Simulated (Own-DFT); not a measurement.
Simulation results for GaP (zincblende, atoms displaced)

Computed with Own-DFT development build. A calculation, not a measurement: plane-wave PBE density functional theory by an unreviewed code, no spin, of a simulated periodic cell, stress positive in tension, free energy of the whole cell less one offset for each atom, forces on such cells passed a denser k mesh, this cell's mesh not checked; offsets are fitted by least squares, one for each functional and potential file, so energies compare only between cells with the same atoms and settings and are not formation energies; the far tail of each file's local potential was reset to the Coulomb form; each entry is a single point on an unrelaxed cell, so the pressure reflects the starting lattice, mostly measured values (interpolated for alloys), from which strain is counted, and rises with the displacements; printed positions are rounded, which can move forces by about a meV/angstrom; the program, named Own-DFT, is a retired in-house code; no spin-orbit coupling; before rounding, a Quantum ESPRESSO 7.3.1 run of the same cell and cutoff gave forces within 1 meV/angstrom rms on each cell, which checks the program and not the settings.

Settings shared by all entries: functional PBE; potential files PseudoDojo norm-conserving, scalar-relativistic, standard set; wave cutoff 42 hartree; occupations Fermi-Dirac; smearing width 0.1 eV; k mesh 2 x 3 x 3 centred on Gamma.

```yaml
- entry: 1
  formula: GaP
  kind: "zincblende, atoms displaced"
  structure:
    cell_angstrom: [[16.3515, 0.0, 0.0], [0.0, 10.901, 0.0], [0.0, 0.0, 10.901]]
    atoms_fractional:
      - [Ga, 0.0034, 0.00661, 0.99794]
      - [Ga, 0.00127, 0.25529, 0.24933]
      - [Ga, 0.16526, 0.99498, 0.25202]
      - [Ga, 0.16463, 0.24445, 0.00528]
      - [P, 0.08282, 0.12703, 0.12103]
      - [P, 0.07973, 0.37758, 0.38541]
      - [P, 0.24709, 0.11863, 0.37833]
      - [P, 0.25428, 0.37226, 0.12813]
      - [Ga, 0.00185, 0.99658, 0.5015]
      - [Ga, 0.00105, 0.2416, 0.74564]
      - [Ga, 0.17116, 0.00222, 0.75142]
      - [Ga, 0.16369, 0.25482, 0.5028]
      - [P, 0.08342, 0.12659, 0.62713]
      - [P, 0.08699, 0.38163, 0.87759]
      - [P, 0.24927, 0.12606, 0.87407]
      - [P, 0.24961, 0.37087, 0.62798]
      - [Ga, 0.00426, 0.49855, 0.00203]
      - [Ga, 0.99354, 0.74778, 0.25136]
      - [Ga, 0.16372, 0.50399, 0.25289]
      - [Ga, 0.16476, 0.75624, 0.99813]
      - [P, 0.08649, 0.62135, 0.12645]
      - [P, 0.08786, 0.87764, 0.37595]
      - [P, 0.25173, 0.61027, 0.37519]
      - [P, 0.25271, 0.87282, 0.11873]
      - [Ga, 0.99783, 0.49988, 0.50651]
      - [Ga, 0.99472, 0.75344, 0.75163]
      - [Ga, 0.16073, 0.49998, 0.75226]
      - [Ga, 0.16722, 0.74739, 0.49915]
      - [P, 0.08454, 0.63308, 0.62439]
      - [P, 0.08446, 0.8739, 0.87238]
      - [P, 0.25189, 0.62052, 0.87752]
      - [P, 0.25181, 0.87106, 0.61482]
      - [Ga, 0.33141, 0.00428, 0.00307]
      - [Ga, 0.32757, 0.25777, 0.25166]
      - [Ga, 0.4986, 0.99983, 0.25261]
      - [Ga, 0.49661, 0.25973, 0.99987]
      - [P, 0.41745, 0.12855, 0.12281]
      - [P, 0.41315, 0.37386, 0.37356]
      - [P, 0.58613, 0.12666, 0.36817]
      - [P, 0.58535, 0.37311, 0.12623]
      - [Ga, 0.33181, 0.99945, 0.49024]
      - [Ga, 0.33402, 0.25546, 0.75177]
      - [Ga, 0.49732, 0.00387, 0.74544]
      - [Ga, 0.49836, 0.24656, 0.50254]
      - [P, 0.4186, 0.12015, 0.62936]
      - [P, 0.41933, 0.37222, 0.8732]
      - [P, 0.58448, 0.12227, 0.87552]
      - [P, 0.58812, 0.37275, 0.61811]
      - [Ga, 0.33566, 0.50261, 0.99219]
      - [Ga, 0.3347, 0.75129, 0.25455]
      - [Ga, 0.49983, 0.50229, 0.24861]
      - [Ga, 0.50006, 0.74441, 0.00058]
      - [P, 0.4143, 0.62645, 0.12933]
      - [P, 0.4155, 0.87796, 0.37665]
      - [P, 0.58348, 0.61814, 0.36859]
      - [P, 0.58415, 0.87793, 0.126]
      - [Ga, 0.33002, 0.49681, 0.49399]
      - [Ga, 0.33257, 0.75108, 0.7476]
      - [Ga, 0.5004, 0.50139, 0.75362]
      - [Ga, 0.50665, 0.75958, 0.49135]
      - [P, 0.41524, 0.61957, 0.62248]
      - [P, 0.41612, 0.87642, 0.87086]
      - [P, 0.58381, 0.62609, 0.87254]
      - [P, 0.57943, 0.88231, 0.62528]
      - [Ga, 0.67105, 0.98968, 0.99861]
      - [Ga, 0.66665, 0.25481, 0.24366]
      - [Ga, 0.83329, 6.0e-05, 0.24924]
      - [Ga, 0.83722, 0.24168, 0.99721]
      - [P, 0.75104, 0.12574, 0.12462]
      - [P, 0.74805, 0.37963, 0.36659]
      - [P, 0.91742, 0.12214, 0.36658]
      - [P, 0.91715, 0.37676, 0.11818]
      - [Ga, 0.66989, 0.99491, 0.49711]
      - [Ga, 0.67111, 0.25434, 0.75766]
      - [Ga, 0.82967, 0.00196, 0.7483]
      - [Ga, 0.83263, 0.24248, 0.50218]
      - [P, 0.74885, 0.12204, 0.62652]
      - [P, 0.74899, 0.38163, 0.87763]
      - [P, 0.91436, 0.12967, 0.87596]
      - [P, 0.91267, 0.37064, 0.63282]
      - [Ga, 0.66462, 0.50645, 0.99347]
      - [Ga, 0.6697, 0.74103, 0.2436]
      - [Ga, 0.83384, 0.5033, 0.2498]
      - [Ga, 0.83413, 0.74838, 0.99471]
      - [P, 0.74922, 0.61848, 0.12519]
      - [P, 0.74884, 0.87356, 0.37682]
      - [P, 0.91783, 0.62222, 0.36579]
      - [P, 0.91733, 0.88301, 0.1231]
      - [Ga, 0.67098, 0.49865, 0.505]
      - [Ga, 0.67245, 0.74899, 0.74971]
      - [Ga, 0.83173, 0.49324, 0.75061]
      - [Ga, 0.82855, 0.75439, 0.49745]
      - [P, 0.7494, 0.62814, 0.6165]
      - [P, 0.74739, 0.86714, 0.87893]
      - [P, 0.91491, 0.62136, 0.87508]
      - [P, 0.91633, 0.87601, 0.6206]
  results:
    "free_energy_of_cell_above_offsets [eV]": "-50.298"
    "pressure [GPa]": 3.21
    "stress_xx [GPa]": -3.25
    "stress_yy [GPa]": -3.14
    "stress_zz [GPa]": -3.23
    "stress_yz [GPa]": 0.25
    "stress_xz [GPa]": -0.32
    "stress_xy [GPa]": 0.01
    force_element: [Ga, Ga, Ga, Ga, P, P, P, P, Ga, Ga, Ga, Ga, P, P, P, P, Ga, Ga, Ga, Ga, P, P, P, P, Ga, Ga, Ga, Ga, P, P, P, P, Ga, Ga, Ga, Ga, P, P, P, P, Ga, Ga, Ga, Ga, P, P, P, P, Ga, Ga, Ga, Ga, P, P, P, P, Ga, Ga, Ga, Ga, P, P, P, P, Ga, Ga, Ga, Ga, P, P, P, P, Ga, Ga, Ga, Ga, P, P, P, P, Ga, Ga, Ga, Ga, P, P, P, P, Ga, Ga, Ga, Ga, P, P, P, P]
    "force_x [eV/angstrom]": [-0.479, -0.247, 0.618, 0.957, -0.005, 0.331, -0.36, -1.563, -0.006, -0.143, -0.238, 0.497, 0.338, -0.895, 0.329, -0.306, -0.406, 1.449, 0.367, 0.518, -0.746, -1.228, -0.716, -0.496, -0.367, 0.331, 1.27, 0.469, -0.83, -0.437, -0.932, -0.164, 0.699, 0.946, 0.195, 1.11, -0.426, 0.844, -0.165, -0.713, 0.368, 0.023, 0.717, 0.305, -1.458, -0.461, -0.021, -0.633, 0.162, -0.577, -0.372, -0.161, 0.341, 0.384, 0.553, -0.122, 0.89, 0.198, 0.23, -0.562, 0.409, 0.01, -0.091, 1.272, -0.917, 0.294, -0.389, -1.077, -0.126, 0.69, 0.35, -0.121, -0.998, -0.84, 0.479, 0.008, -0.321, 0.481, 0.894, 0.617, -0.113, -0.757, 0.054, 0.15, 0.672, 0.084, -0.653, -0.038, -0.723, -1.323, -0.2, 1.235, 0.645, 1.129, 0.481, -0.474]
    "force_y [eV/angstrom]": [-0.516, -0.043, 0.468, 1.064, -0.327, -0.022, 1.328, 1.104, 0.604, 1.191, -0.592, -0.659, -0.796, -1.665, 0.352, 0.781, 0.336, 0.875, -1.27, -1.059, 1.21, -1.129, 2.246, 0.106, 0.384, -0.31, 0.557, -0.188, -0.633, 0.595, 0.933, 0.521, -0.054, -1.72, 0.394, -1.305, 0.062, -0.114, -0.145, 1.046, 0.219, -0.896, -0.458, 0.121, 0.997, 0.874, 0.314, -0.049, -0.571, -0.246, -0.76, 0.87, -0.272, -0.315, 0.786, -0.802, -0.703, -0.43, -0.32, -1.239, 0.667, -0.091, 0.366, -0.714, 1.283, -0.637, -0.103, 1.409, -0.277, -0.617, 0.292, -0.159, 0.775, -0.495, -0.557, 0.474, 0.359, -0.748, -1.368, -0.09, -0.648, 0.778, -0.806, -0.128, 0.544, -0.11, 0.069, -0.834, -0.048, 0.069, 1.009, -0.486, -0.351, 0.541, -0.071, -0.028]
    "force_z [eV/angstrom]": [-0.337, -0.108, -1.041, -0.604, 1.333, -1.018, -0.623, -1.164, -0.435, 0.996, -0.723, 0.0, -0.388, 0.019, 0.33, -0.193, -0.19, -0.744, -0.11, 0.176, -0.174, 0.009, -0.432, 1.058, 0.264, -0.124, -0.617, -0.639, 0.437, -0.178, -0.753, 0.891, -0.569, 0.548, -0.544, 0.381, 0.598, 0.23, 0.72, -0.892, 1.294, -0.228, 1.297, -0.541, -1.096, -0.177, 0.196, 1.148, 1.027, -0.114, -0.132, 0.065, -0.621, -0.469, 0.898, 0.048, 1.425, -0.051, -1.119, 0.468, -0.308, 0.572, -0.245, 0.001, 0.485, 0.382, 0.015, 0.802, -0.293, 0.991, 1.021, 0.604, 0.294, -0.594, 0.429, -0.783, -0.132, 0.467, -1.036, -0.952, 0.845, 0.495, -0.561, 1.024, -0.876, -1.267, 1.879, -0.354, -1.175, -0.668, -0.138, -0.268, 1.171, -0.843, -0.138, 0.445]
- entry: 2
  formula: GaP
  kind: "zincblende, atoms displaced"
  structure:
    cell_angstrom: [[16.3515, 0.0, 0.0], [0.0, 10.901, 0.0], [0.0, 0.0, 10.901]]
    atoms_fractional:
      - [Ga, 0.99896, 0.99419, 0.00704]
      - [Ga, 0.9959, 0.2491, 0.24582]
      - [Ga, 0.17217, 0.99939, 0.25635]
      - [Ga, 0.17292, 0.247, 0.00141]
      - [P, 0.08154, 0.13032, 0.12575]
      - [P, 0.08072, 0.36801, 0.3751]
      - [P, 0.24749, 0.12669, 0.3789]
      - [P, 0.24778, 0.37294, 0.12204]
      - [Ga, 0.99765, 0.00206, 0.4975]
      - [Ga, 0.99847, 0.24203, 0.75377]
      - [Ga, 0.16191, 0.99494, 0.75435]
      - [Ga, 0.17138, 0.25073, 0.50505]
      - [P, 0.08667, 0.12508, 0.63375]
      - [P, 0.08505, 0.37427, 0.87084]
      - [P, 0.24874, 0.13468, 0.87813]
      - [P, 0.25076, 0.38238, 0.62663]
      - [Ga, 0.00048, 0.49772, 0.00564]
      - [Ga, 0.00376, 0.74767, 0.24217]
      - [Ga, 0.16855, 0.49545, 0.2584]
      - [Ga, 0.16878, 0.75318, 0.99242]
      - [P, 0.08695, 0.62387, 0.1268]
      - [P, 0.08816, 0.8765, 0.37853]
      - [P, 0.25122, 0.62908, 0.37474]
      - [P, 0.25004, 0.8792, 0.13453]
      - [Ga, 0.00061, 0.49983, 0.50557]
      - [Ga, 0.00095, 0.75383, 0.75097]
      - [Ga, 0.16922, 0.50779, 0.75858]
      - [Ga, 0.1682, 0.75332, 0.50659]
      - [P, 0.08126, 0.62626, 0.62284]
      - [P, 0.0854, 0.88205, 0.87979]
      - [P, 0.25388, 0.63223, 0.8805]
      - [P, 0.24929, 0.87331, 0.63044]
      - [Ga, 0.33838, 0.99881, 0.00452]
      - [Ga, 0.33532, 0.25206, 0.24765]
      - [Ga, 0.50088, 0.00344, 0.25169]
      - [Ga, 0.5021, 0.24374, 0.99661]
      - [P, 0.4214, 0.13124, 0.11891]
      - [P, 0.41928, 0.37506, 0.37807]
      - [P, 0.58864, 0.13055, 0.37578]
      - [P, 0.57909, 0.37153, 0.11956]
      - [Ga, 0.33105, 0.99683, 0.49561]
      - [Ga, 0.33104, 0.2449, 0.75882]
      - [Ga, 0.49868, 0.99956, 0.75146]
      - [Ga, 0.49909, 0.24331, 0.50115]
      - [P, 0.4206, 0.12291, 0.62646]
      - [P, 0.41693, 0.3754, 0.88018]
      - [P, 0.58518, 0.12054, 0.88065]
      - [P, 0.57834, 0.37985, 0.62695]
      - [Ga, 0.33755, 0.49653, 0.99808]
      - [Ga, 0.33131, 0.74849, 0.25056]
      - [Ga, 0.49291, 0.49581, 0.24955]
      - [Ga, 0.49979, 0.74984, 0.99979]
      - [P, 0.41127, 0.62607, 0.11926]
      - [P, 0.41631, 0.88179, 0.36798]
      - [P, 0.58316, 0.63278, 0.38659]
      - [P, 0.57867, 0.87288, 0.13631]
      - [Ga, 0.3347, 0.50481, 0.50015]
      - [Ga, 0.33049, 0.74686, 0.75226]
      - [Ga, 0.5014, 0.50079, 0.7534]
      - [Ga, 0.49542, 0.75102, 0.5055]
      - [P, 0.41981, 0.62086, 0.62823]
      - [P, 0.41714, 0.87611, 0.88044]
      - [P, 0.58692, 0.62436, 0.87599]
      - [P, 0.57532, 0.87521, 0.62312]
      - [Ga, 0.66146, 0.9995, 0.99569]
      - [Ga, 0.66354, 0.25313, 0.24584]
      - [Ga, 0.82794, 0.00345, 0.25345]
      - [Ga, 0.8357, 0.25344, 0.99537]
      - [P, 0.74858, 0.12421, 0.12101]
      - [P, 0.74903, 0.38029, 0.37601]
      - [P, 0.91804, 0.12575, 0.37111]
      - [P, 0.9178, 0.37303, 0.12551]
      - [Ga, 0.667, 0.00143, 0.50062]
      - [Ga, 0.6628, 0.2508, 0.74487]
      - [Ga, 0.83161, 0.00379, 0.74842]
      - [Ga, 0.83088, 0.23915, 0.50575]
      - [P, 0.7493, 0.12621, 0.61881]
      - [P, 0.75135, 0.37984, 0.87866]
      - [P, 0.91831, 0.1318, 0.87217]
      - [P, 0.92141, 0.37267, 0.62435]
      - [Ga, 0.6658, 0.50083, 0.00687]
      - [Ga, 0.67071, 0.75492, 0.25385]
      - [Ga, 0.83544, 0.50676, 0.24886]
      - [Ga, 0.83524, 0.7551, 0.99985]
      - [P, 0.74944, 0.62443, 0.12047]
      - [P, 0.7485, 0.87797, 0.3692]
      - [P, 0.91398, 0.62996, 0.3772]
      - [P, 0.91892, 0.87196, 0.11748]
      - [Ga, 0.66848, 0.49512, 0.49279]
      - [Ga, 0.66037, 0.74921, 0.75489]
      - [Ga, 0.83107, 0.49616, 0.75142]
      - [Ga, 0.83005, 0.74862, 0.49527]
      - [P, 0.75076, 0.63174, 0.62369]
      - [P, 0.74915, 0.87849, 0.88285]
      - [P, 0.91675, 0.62211, 0.877]
      - [P, 0.91533, 0.87721, 0.62129]
  results:
    "free_energy_of_cell_above_offsets [eV]": "-50.312"
    "pressure [GPa]": 3.22
    "stress_xx [GPa]": -3.19
    "stress_yy [GPa]": -3.26
    "stress_zz [GPa]": -3.2
    "stress_yz [GPa]": 0.24
    "stress_xz [GPa]": 0.84
    "stress_xy [GPa]": -0.19
    force_element: [Ga, Ga, Ga, Ga, P, P, P, P, Ga, Ga, Ga, Ga, P, P, P, P, Ga, Ga, Ga, Ga, P, P, P, P, Ga, Ga, Ga, Ga, P, P, P, P, Ga, Ga, Ga, Ga, P, P, P, P, Ga, Ga, Ga, Ga, P, P, P, P, Ga, Ga, Ga, Ga, P, P, P, P, Ga, Ga, Ga, Ga, P, P, P, P, Ga, Ga, Ga, Ga, P, P, P, P, Ga, Ga, Ga, Ga, P, P, P, P, Ga, Ga, Ga, Ga, P, P, P, P, Ga, Ga, Ga, Ga, P, P, P, P]
    "force_x [eV/angstrom]": [0.45, 0.616, -1.334, -1.906, 0.674, 0.255, 1.072, 0.824, 0.853, 1.077, 1.252, -0.845, -0.517, -0.054, 0.395, 0.329, 0.495, -0.188, -0.295, -0.208, 0.419, -0.82, -0.238, 0.289, -0.141, -0.286, -0.422, -0.28, 0.704, -0.87, -0.183, 0.325, -0.908, -0.178, 0.105, 0.008, -0.656, -0.822, -0.824, 0.167, 0.25, 0.846, 0.186, 0.478, -1.445, 0.519, -0.572, 0.716, -1.098, 0.454, 1.07, 0.258, 0.76, -0.233, -0.103, 0.755, -0.021, 1.106, -0.198, -0.255, -0.835, -0.154, -0.946, 1.363, 0.605, 0.834, 0.995, -0.369, -0.033, 0.902, -0.727, -0.675, -0.462, 0.364, 0.15, 1.176, -0.843, -0.925, -0.718, -1.145, -0.071, -0.995, -0.262, -0.304, 0.306, 0.349, 1.123, -0.76, -0.709, 1.091, 0.64, 0.137, -0.666, -0.153, 0.103, -0.187]
    "force_y [eV/angstrom]": [1.506, 0.113, 0.614, 0.719, -0.911, 0.407, 0.337, 0.708, -0.003, 1.316, 0.926, 0.33, -0.099, -0.03, -2.66, -0.271, 0.086, 0.393, 0.03, 0.241, -0.263, -0.139, -0.367, -0.384, -0.043, -0.134, -0.162, -0.446, 0.224, -1.02, -1.099, 0.48, 0.483, -0.06, 0.803, 0.793, -0.754, -0.455, -0.523, 0.645, 0.269, 1.055, 0.003, 0.658, -0.051, -0.558, 0.684, -0.607, 0.076, 0.363, 1.058, -0.132, 0.023, -0.954, -0.701, -0.054, -0.311, 0.467, -0.041, 0.189, 0.571, -0.364, -0.315, 0.343, -0.794, 0.299, 0.052, -0.232, 0.412, -1.25, -0.17, 0.529, -0.563, 0.262, -0.197, 1.774, -0.651, -0.672, -1.674, -0.437, -0.385, -1.094, -0.471, -0.901, 0.731, 0.124, -0.346, 0.216, 1.082, 0.842, 0.598, 0.756, -0.845, -0.192, 0.326, -0.133]
    "force_z [eV/angstrom]": [-0.72, 0.298, -0.271, 0.164, 0.019, 0.422, -0.296, 0.674, 0.335, -0.765, -0.256, 0.262, -1.121, 0.793, -0.17, 0.367, -0.597, 0.961, -0.388, 1.43, -0.425, -0.335, 0.62, -1.42, -0.995, 0.082, -0.612, -0.403, 0.717, 0.033, -0.017, -0.012, 0.072, 0.181, 0.021, -0.396, 1.174, 0.204, 0.017, 0.563, 0.614, -1.304, 0.427, -0.042, 0.126, -0.92, -1.706, -0.629, 0.44, -0.211, -0.212, 0.306, 0.734, 0.738, -1.367, -1.156, -0.033, -0.362, 0.499, -0.768, 0.236, -0.813, 0.674, 0.477, 1.674, -0.06, -0.899, 0.45, -0.081, -0.853, 0.307, 0.04, -0.124, 0.557, 0.252, -1.259, 1.471, -0.318, 0.96, 0.383, -0.454, -0.516, 0.029, -0.433, 0.742, 1.273, -0.437, 1.78, 1.328, -0.868, -0.642, 0.305, 0.448, -1.141, -0.163, 0.289]
```
